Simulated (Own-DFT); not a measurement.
Simulation results for InAs (zincblende, strongly disordered by large displacements), GaP (zincblende, strongly disordered by large displacements)

All values are calculated (Own-DFT development build). A calculation, not a measurement: plane-wave PBE density functional theory by an unreviewed code, no spin, of a simulated periodic cell, stress positive in tension, free energy of the whole cell less one offset for each atom, forces on such cells passed a denser k mesh, this cell's mesh not checked; broken bonds can close the gap or carry spin, so checks made on this kind of crystal may not hold here; offsets are fitted by least squares, one for each functional and potential file, so energies compare only between cells with the same atoms and settings and are not formation energies; the far tail of each file's local potential was reset to the Coulomb form; each entry is a single point on an unrelaxed cell, so the pressure reflects the starting lattice, mostly measured values (interpolated for alloys), from which strain is counted, and rises with the displacements; printed positions are rounded, which can move forces by about a meV/angstrom; the program, named Own-DFT, is a retired in-house code; no spin-orbit coupling.

Common to all runs: functional PBE; potential files PseudoDojo norm-conserving, scalar-relativistic, standard set; wave cutoff 42 hartree; occupations Fermi-Dirac; smearing width 0.1 eV; k mesh 3 x 3 x 3 centred on Gamma.

(1) InAs (zincblende, strongly disordered by large displacements)

```cif
# cell vector a (Å): 12.1166 0.0000 0.0000
# cell vector b (Å): 0.0000 12.1166 0.0000
# cell vector c (Å): 0.0000 0.0000 12.1166
data_InAs
_symmetry_space_group_name_H-M 'P 1'
_symmetry_Int_Tables_number 1
_cell_length_a 12.1166
_cell_length_b 12.1166
_cell_length_c 12.1166
_cell_angle_alpha 90.000
_cell_angle_beta 90.000
_cell_angle_gamma 90.000
_cell_volume 1778.86
loop_
_atom_site_label
_atom_site_type_symbol
_atom_site_fract_x
_atom_site_fract_y
_atom_site_fract_z
_atom_site_occupancy
In1 In 0.99806 0.01038 0.97967 1
In2 In 0.99766 0.21629 0.20186 1
In3 In 0.25396 0.02802 0.24852 1
In4 In 0.22845 0.25151 0.96870 1
As1 As 0.12387 0.11980 0.08085 1
As2 As 0.14904 0.38045 0.46942 1
As3 As 0.35490 0.10805 0.37847 1
As4 As 0.35082 0.32204 0.10466 1
In5 In 0.97825 0.97191 0.48796 1
In6 In 0.99010 0.18262 0.71873 1
In7 In 0.25406 0.99757 0.73543 1
In8 In 0.25451 0.19869 0.51046 1
As5 As 0.14364 0.09801 0.61560 1
As6 As 0.13630 0.40258 0.88719 1
As7 As 0.37416 0.11526 0.85007 1
As8 As 0.41026 0.40067 0.62748 1
In9 In 0.00002 0.46635 0.99133 1
In10 In 0.98425 0.74252 0.30824 1
In11 In 0.24965 0.52795 0.28091 1
In12 In 0.23426 0.70833 0.02711 1
As9 As 0.11525 0.61311 0.12837 1
As10 As 0.12281 0.93368 0.38248 1
As11 As 0.40450 0.61217 0.32999 1
As12 As 0.38965 0.87918 0.11752 1
In13 In 0.99261 0.48259 0.52486 1
In14 In 0.02225 0.78170 0.74102 1
In15 In 0.28931 0.50366 0.73013 1
In16 In 0.25682 0.74570 0.48318 1
As13 As 0.12725 0.62075 0.70403 1
As14 As 0.15443 0.91940 0.86752 1
As15 As 0.36896 0.68180 0.90785 1
As16 As 0.36226 0.88043 0.64383 1
In17 In 0.52384 0.02419 0.04973 1
In18 In 0.47235 0.25635 0.24583 1
In19 In 0.73679 0.00565 0.21887 1
In20 In 0.76139 0.25911 0.00967 1
As17 As 0.66316 0.14618 0.11238 1
As18 As 0.66985 0.39863 0.37231 1
As19 As 0.86564 0.10433 0.35573 1
As20 As 0.89589 0.41289 0.12918 1
In21 In 0.53177 0.01442 0.52110 1
In22 In 0.49591 0.24994 0.79569 1
In23 In 0.74138 0.00542 0.74581 1
In24 In 0.72689 0.21928 0.47378 1
As21 As 0.62231 0.16269 0.61287 1
As22 As 0.60998 0.38469 0.84379 1
As23 As 0.84424 0.12506 0.83202 1
As24 As 0.85906 0.43581 0.64088 1
In25 In 0.46988 0.51272 0.97019 1
In26 In 0.47701 0.75917 0.25586 1
In27 In 0.76346 0.50489 0.26056 1
In28 In 0.74731 0.74412 0.98435 1
As25 As 0.64765 0.64019 0.10118 1
As26 As 0.61700 0.86714 0.44150 1
As27 As 0.88395 0.60003 0.36012 1
As28 As 0.86738 0.83320 0.17246 1
In29 In 0.55281 0.48509 0.50279 1
In30 In 0.49280 0.78492 0.72441 1
In31 In 0.76630 0.48602 0.79551 1
In32 In 0.70186 0.71649 0.55247 1
As29 As 0.59754 0.62320 0.67035 1
As30 As 0.62147 0.85558 0.90183 1
As31 As 0.84405 0.59633 0.93657 1
As32 As 0.88699 0.84299 0.61145 1
```

| Property | Result |
| --- | --- |
| hardware | one NVIDIA H200 |
| free energy of cell above offsets | 26.005 eV |
| pressure | 14.33 GPa |
| stress xx | -16.29 GPa |
| stress yy | -13.79 GPa |
| stress zz | -12.92 GPa |
| stress yz | 1.48 GPa |
| stress xz | 4.59 GPa |
| stress xy | -2.67 GPa |
| wall time | 1170 s |

Force:
```csv
element,x (eV/Å),y (eV/Å),z (eV/Å)
In,-2.64,-1.977,-1.137
In,-1.57,1.669,1.786
In,-2.448,-2.825,-5.186
In,0.786,-1.891,-1.754
As,2.005,-0.456,2.092
As,2.126,-0.196,-2.299
As,6.362,1.09,1.448
As,0.965,3.204,0.617
In,-3.237,2.169,2.086
In,1.235,2.575,-0.719
In,1.006,2.738,0.144
In,1.194,5.542,-0.544
As,-5.072,-1.324,0.372
As,2.804,-0.544,-5.05
As,-0.781,-1.092,3.012
As,1.073,-3.647,-1.428
In,0.826,3.448,-1.542
In,4.797,4.012,-1.133
In,-4.899,-3.61,-1.301
In,-0.758,3.698,0.338
As,-3.604,-1.795,3.69
As,3.857,-3.575,-2.758
As,2.293,-2.697,5.153
As,-1.823,1.074,-0.063
In,2.015,2.777,-2.059
In,1.016,1.228,2.229
In,-1.495,1.779,2.665
In,-0.447,0.055,0.431
As,-0.336,-0.998,-2.145
As,-3.611,-3.959,4.531
As,3.837,-0.648,-4.757
As,-0.488,-0.012,-6.246
In,-1.792,-1.501,-2.454
In,1.599,-0.427,1.556
In,1.74,-3.76,2.294
In,3.046,4.516,-3.992
As,-3.591,0.282,2.755
As,-3.121,-5.285,1.867
As,0.605,0.92,0.306
As,-2.923,-4.544,4.021
In,-3.609,0.6,0.572
In,-1.093,-1.231,-3.059
In,-3.906,-5.418,-3.114
In,3.706,1.907,-3.642
As,-2.139,-0.319,5.458
As,0.884,1.737,3.537
As,2.439,3.685,5.67
As,-2.034,-3.831,-0.336
In,0.982,-1.146,1.391
In,4.172,4.406,-1.642
In,-1.306,2.105,-6.94
In,3.022,4.931,0.52
As,-3.995,-3.87,4.524
As,1.201,-2.219,-4.218
As,0.583,-1.138,6.177
As,-1.487,1.922,-2.939
In,-1.555,1.757,0.802
In,3.006,-1.699,3.937
In,-0.318,1.561,0.168
In,4.401,2.407,-3.311
As,-1.366,-4.133,3.062
As,-2.729,4.009,-2.861
As,3.681,-2.082,-0.753
As,-3.094,0.047,0.173
```

(2) InAs (zincblende, strongly disordered by large displacements)

```cif
# cell vector a (Å): 12.1166 0.0000 0.0000
# cell vector b (Å): 0.0000 12.1166 0.0000
# cell vector c (Å): 0.0000 0.0000 12.1166
data_InAs
_symmetry_space_group_name_H-M 'P 1'
_symmetry_Int_Tables_number 1
_cell_length_a 12.1166
_cell_length_b 12.1166
_cell_length_c 12.1166
_cell_angle_alpha 90.000
_cell_angle_beta 90.000
_cell_angle_gamma 90.000
_cell_volume 1778.86
loop_
_atom_site_label
_atom_site_type_symbol
_atom_site_fract_x
_atom_site_fract_y
_atom_site_fract_z
_atom_site_occupancy
In1 In 0.99566 0.98067 0.97716 1
In2 In 0.98459 0.25366 0.25760 1
In3 In 0.26974 0.01614 0.25958 1
In4 In 0.22803 0.22593 0.98459 1
As1 As 0.13586 0.11520 0.11296 1
As2 As 0.10225 0.31527 0.39056 1
As3 As 0.37378 0.10987 0.39455 1
As4 As 0.37273 0.36480 0.12549 1
In5 In 0.91062 0.01027 0.47862 1
In6 In 0.99124 0.27906 0.71151 1
In7 In 0.24255 0.00035 0.74249 1
In8 In 0.24537 0.28371 0.50579 1
As5 As 0.12053 0.12501 0.56324 1
As6 As 0.16250 0.38385 0.87246 1
As7 As 0.42684 0.12208 0.88797 1
As8 As 0.39509 0.36773 0.61833 1
In9 In 0.03314 0.46881 0.99591 1
In10 In 0.00134 0.74299 0.20390 1
In11 In 0.28122 0.51435 0.23470 1
In12 In 0.27441 0.72641 0.95203 1
As9 As 0.14893 0.65220 0.12023 1
As10 As 0.11079 0.89349 0.39614 1
As11 As 0.35175 0.69986 0.38568 1
As12 As 0.36854 0.87643 0.15171 1
In13 In 0.98858 0.53154 0.52258 1
In14 In 0.99379 0.71792 0.78498 1
In15 In 0.19647 0.50178 0.71823 1
In16 In 0.18164 0.71499 0.47460 1
As13 As 0.09355 0.64829 0.64545 1
As14 As 0.14857 0.83934 0.83310 1
As15 As 0.35537 0.62278 0.81253 1
As16 As 0.35016 0.88714 0.64070 1
In17 In 0.52924 0.02179 0.00719 1
In18 In 0.47864 0.24914 0.27959 1
In19 In 0.75094 0.97061 0.29298 1
In20 In 0.75620 0.23326 0.10242 1
As17 As 0.58832 0.16856 0.14070 1
As18 As 0.63873 0.41137 0.38312 1
As19 As 0.83525 0.13250 0.36473 1
As20 As 0.84550 0.39403 0.09382 1
In21 In 0.53549 0.98070 0.51147 1
In22 In 0.50155 0.27625 0.74102 1
In23 In 0.72513 0.96386 0.76854 1
In24 In 0.76208 0.23828 0.49969 1
As21 As 0.62263 0.13019 0.60000 1
As22 As 0.58746 0.40181 0.87168 1
As23 As 0.85004 0.08942 0.89759 1
As24 As 0.86299 0.41775 0.59733 1
In25 In 0.49375 0.45423 0.02043 1
In26 In 0.48524 0.69908 0.25959 1
In27 In 0.75415 0.45360 0.24294 1
In28 In 0.77423 0.75584 0.98292 1
As25 As 0.59026 0.59521 0.14584 1
As26 As 0.58545 0.89830 0.35188 1
As27 As 0.81471 0.60225 0.38253 1
As28 As 0.85274 0.90642 0.11773 1
In29 In 0.48067 0.51018 0.44927 1
In30 In 0.53336 0.71427 0.78281 1
In31 In 0.80440 0.42954 0.77392 1
In32 In 0.75289 0.75765 0.49906 1
As29 As 0.63927 0.66439 0.63975 1
As30 As 0.53810 0.89183 0.86855 1
As31 As 0.87377 0.62423 0.89256 1
As32 As 0.83733 0.91378 0.62833 1
```

| Property | Result |
| --- | --- |
| hardware | one NVIDIA H200 |
| free energy of cell above offsets | 22.579 eV |
| pressure | 12.31 GPa |
| stress xx | -12.16 GPa |
| stress yy | -10.22 GPa |
| stress zz | -14.54 GPa |
| stress yz | -1.47 GPa |
| stress xz | 5.11 GPa |
| stress xy | 0.08 GPa |
| wall time | 1213 s |

Force:
```csv
element,x (eV/Å),y (eV/Å),z (eV/Å)
In,2.911,-0.754,0.173
In,-1.329,-1.43,-3.665
In,-2.247,-0.738,-0.913
In,3.145,0.365,-1.104
As,-2.663,-1.615,1.926
As,-1.115,3.562,0.262
As,0.784,1.412,2.553
As,-4.041,-3.41,2.22
In,5.403,-2.612,1.99
In,1.171,-1.738,0.453
In,-1.769,4.232,1.433
In,3.761,-1.424,1.692
As,-1.137,-0.573,1.689
As,-0.309,-1.629,-0.598
As,-4.596,3.066,-3.649
As,-2.901,3.725,-3.001
In,-1.171,2.205,1.643
In,-2.792,2.16,2.458
In,-1.135,0.852,0.926
In,-0.436,1.729,3.658
As,1.901,-2.567,-1.795
As,-1.279,0.852,-0.976
As,-0.796,-1.654,2.446
As,1.349,-1.405,-2.078
In,1.634,1.307,-4.571
In,-1.41,3.888,0.824
In,3.264,-1.538,-0.762
In,-1.512,1.07,0.471
As,1.52,0.593,-2.945
As,-1.071,1.799,1.44
As,0.741,-2.363,-1.156
As,3.584,-3.088,-3.221
In,1.396,-1.232,5.893
In,-0.623,1.741,2.143
In,0.637,-0.853,-2.372
In,1.512,-3.592,-2.118
As,-1.4,-2.621,-0.469
As,-1.435,-3.667,2.84
As,0.973,3.356,-5.988
As,5.223,2.276,-3.635
In,-3.601,-0.041,2.843
In,1.918,-3.952,1.957
In,-3.151,1.714,3.078
In,-1.926,4.012,2.586
As,0.375,1.768,3.403
As,4.388,-0.245,-3.483
As,-1.45,2.455,-0.722
As,-2.381,-3.701,-2.402
In,0.815,3.78,0.393
In,1.516,3.53,-1.74
In,-0.438,3.23,0.021
In,-3.35,2.775,2.097
As,3.565,-1.282,-2.838
As,-1.304,-4.118,-2.824
As,2.278,0.166,-0.341
As,0.385,-1.124,0.356
In,-1.767,1.351,2.067
In,-1.45,-0.209,1.562
In,-2.746,1.049,5.351
In,-0.428,1.683,-0.123
As,1.552,-2.87,-2.98
As,1.332,-0.48,-1.739
As,-0.414,-5.665,0.353
As,2.543,-3.514,-0.988
```

(3) GaP (zincblende, strongly disordered by large displacements)

```cif
# cell vector a (Å): 10.9010 0.0000 0.0000
# cell vector b (Å): 0.0000 10.9010 0.0000
# cell vector c (Å): 0.0000 0.0000 10.9010
data_GaP
_symmetry_space_group_name_H-M 'P 1'
_symmetry_Int_Tables_number 1
_cell_length_a 10.9010
_cell_length_b 10.9010
_cell_length_c 10.9010
_cell_angle_alpha 90.000
_cell_angle_beta 90.000
_cell_angle_gamma 90.000
_cell_volume 1295.39
loop_
_atom_site_label
_atom_site_type_symbol
_atom_site_fract_x
_atom_site_fract_y
_atom_site_fract_z
_atom_site_occupancy
Ga1 Ga 0.99492 0.98964 0.01940 1
Ga2 Ga 0.00365 0.26725 0.25378 1
Ga3 Ga 0.27697 0.00591 0.23188 1
Ga4 Ga 0.24217 0.25261 0.01270 1
P1 P 0.11415 0.12439 0.12130 1
P2 P 0.13274 0.38407 0.39538 1
P3 P 0.39132 0.11526 0.36802 1
P4 P 0.34441 0.37371 0.14129 1
Ga5 Ga 0.00995 0.96590 0.51443 1
Ga6 Ga 0.00943 0.27668 0.77146 1
Ga7 Ga 0.28165 0.98915 0.73533 1
Ga8 Ga 0.25433 0.27266 0.51327 1
P5 P 0.13754 0.13402 0.62311 1
P6 P 0.13694 0.40904 0.90128 1
P7 P 0.37565 0.14515 0.86687 1
P8 P 0.40224 0.34906 0.64657 1
Ga9 Ga 0.96967 0.49948 0.98336 1
Ga10 Ga 0.97438 0.72776 0.23293 1
Ga11 Ga 0.23674 0.49982 0.24988 1
Ga12 Ga 0.25827 0.75522 0.98278 1
P9 P 0.11486 0.61098 0.13590 1
P10 P 0.09912 0.86960 0.40243 1
P11 P 0.39118 0.60167 0.39073 1
P12 P 0.38904 0.87438 0.11909 1
Ga13 Ga 0.00675 0.51217 0.51242 1
Ga14 Ga 0.99704 0.78485 0.74571 1
Ga15 Ga 0.25935 0.50054 0.77475 1
Ga16 Ga 0.19751 0.74982 0.48519 1
P13 P 0.16180 0.62602 0.65205 1
P14 P 0.12294 0.87903 0.87385 1
P15 P 0.35567 0.60417 0.87208 1
P16 P 0.39271 0.89463 0.60295 1
Ga17 Ga 0.48252 0.01940 0.00413 1
Ga18 Ga 0.53169 0.27439 0.26391 1
Ga19 Ga 0.75515 0.98595 0.25673 1
Ga20 Ga 0.73035 0.23461 0.01527 1
P17 P 0.63835 0.14590 0.12509 1
P18 P 0.57803 0.37583 0.38687 1
P19 P 0.85868 0.12851 0.36839 1
P20 P 0.91326 0.38921 0.14343 1
Ga21 Ga 0.48355 0.98034 0.48018 1
Ga22 Ga 0.49747 0.26256 0.75530 1
Ga23 Ga 0.72962 0.00459 0.77508 1
Ga24 Ga 0.74354 0.24288 0.51650 1
P21 P 0.61485 0.15396 0.61930 1
P22 P 0.62443 0.36064 0.86476 1
P23 P 0.88143 0.11797 0.88352 1
P24 P 0.88651 0.40998 0.60493 1
Ga25 Ga 0.50447 0.51551 0.98893 1
Ga26 Ga 0.47027 0.76485 0.27006 1
Ga27 Ga 0.75768 0.47440 0.22179 1
Ga28 Ga 0.77166 0.73848 0.99356 1
P25 P 0.65722 0.59795 0.11821 1
P26 P 0.59351 0.87440 0.40261 1
P27 P 0.86623 0.62934 0.40980 1
P28 P 0.86665 0.88048 0.09942 1
Ga29 Ga 0.49298 0.51298 0.50152 1
Ga30 Ga 0.51205 0.70549 0.73911 1
Ga31 Ga 0.74300 0.49198 0.74371 1
Ga32 Ga 0.76613 0.74398 0.50700 1
P29 P 0.61141 0.63385 0.61484 1
P30 P 0.59624 0.87486 0.89342 1
P31 P 0.85934 0.61189 0.88498 1
P32 P 0.90274 0.89816 0.62848 1
```

| Quantity | Value |
| --- | --- |
| hardware | one NVIDIA H100 |
| free energy of cell above offsets | 9.743 eV |
| pressure | 13.71 GPa |
| stress xx | -12.56 GPa |
| stress yy | -12.98 GPa |
| stress zz | -15.58 GPa |
| stress yz | 0.92 GPa |
| stress xz | 2 GPa |
| stress xy | 2.04 GPa |
| wall time | 561.1 s |

Force:
```csv
element,x (eV/Å),y (eV/Å),z (eV/Å)
Ga,2.91,2.497,-3.013
Ga,1.997,-3.612,3.008
Ga,-1.936,0.819,0.855
Ga,-0.021,-0.263,-1.146
P,0.949,-0.114,1.466
P,-1.098,0.348,-1.161
P,-1.266,2.789,-0.873
P,3.774,-0.576,-0.851
Ga,1.723,10.93,-1.135
Ga,0.072,-0.765,-1.226
Ga,-2.148,2.079,1.165
Ga,1.075,-2.06,0.149
P,-0.756,-0.56,0.96
P,-1.799,-2.694,-0.002
P,-1.594,-1.702,1.571
P,-7.826,8.53,-7.702
Ga,3.479,-1.241,2.294
Ga,-0.289,1.101,1.5
Ga,0.694,0.337,2.203
Ga,-1.024,-0.255,1.278
P,-0.138,1.879,-2.193
P,1.37,-0.112,-11.52
P,-7.342,5.719,-6.551
P,-1.394,-0.978,-0.88
Ga,4.365,3.078,-1.577
Ga,1.842,-4.554,1.867
Ga,-3.245,-6.697,-6.688
Ga,6.233,-5.186,3.859
P,-3.068,1.409,-1.74
P,1.439,1.088,0.85
P,7.296,7.102,4.898
P,-3.762,-6.604,5.537
Ga,1.301,1.217,-0.328
Ga,-5.324,-7.906,-9.308
Ga,-1.49,0.212,-0.135
Ga,7.325,5.853,-8.123
P,-6.769,-6.807,7.705
P,7.164,5.843,7.615
P,1.627,0.237,0.973
P,-1.952,0.065,-2.719
Ga,-1.256,9.685,0.705
Ga,5.592,-6.306,5.323
Ga,0.032,0.551,-1.183
Ga,2.755,2.63,-2.693
P,-1.548,-4.387,2.313
P,1.577,2.126,2.566
P,-0.521,1.305,0.231
P,-4.056,-5.076,4.12
Ga,0.316,-1.809,1.048
Ga,1.387,-1.935,0.83
Ga,-0.822,-0.665,3.947
Ga,-3.929,1.833,1.359
P,-3.106,3.486,-1.175
P,9.245,-6.076,-5.677
P,2.893,-3.681,-5.712
P,-1.937,-2.385,4.114
Ga,3.064,-4.27,5.835
Ga,-5.745,5.519,6.317
Ga,-0.084,0.354,-0.529
Ga,-3.613,4.785,3.189
P,6.508,-3.478,-3.89
P,1.552,-1.552,-1.179
P,-0.039,1.402,-5.872
P,-10.66,-2.501,5.129
```
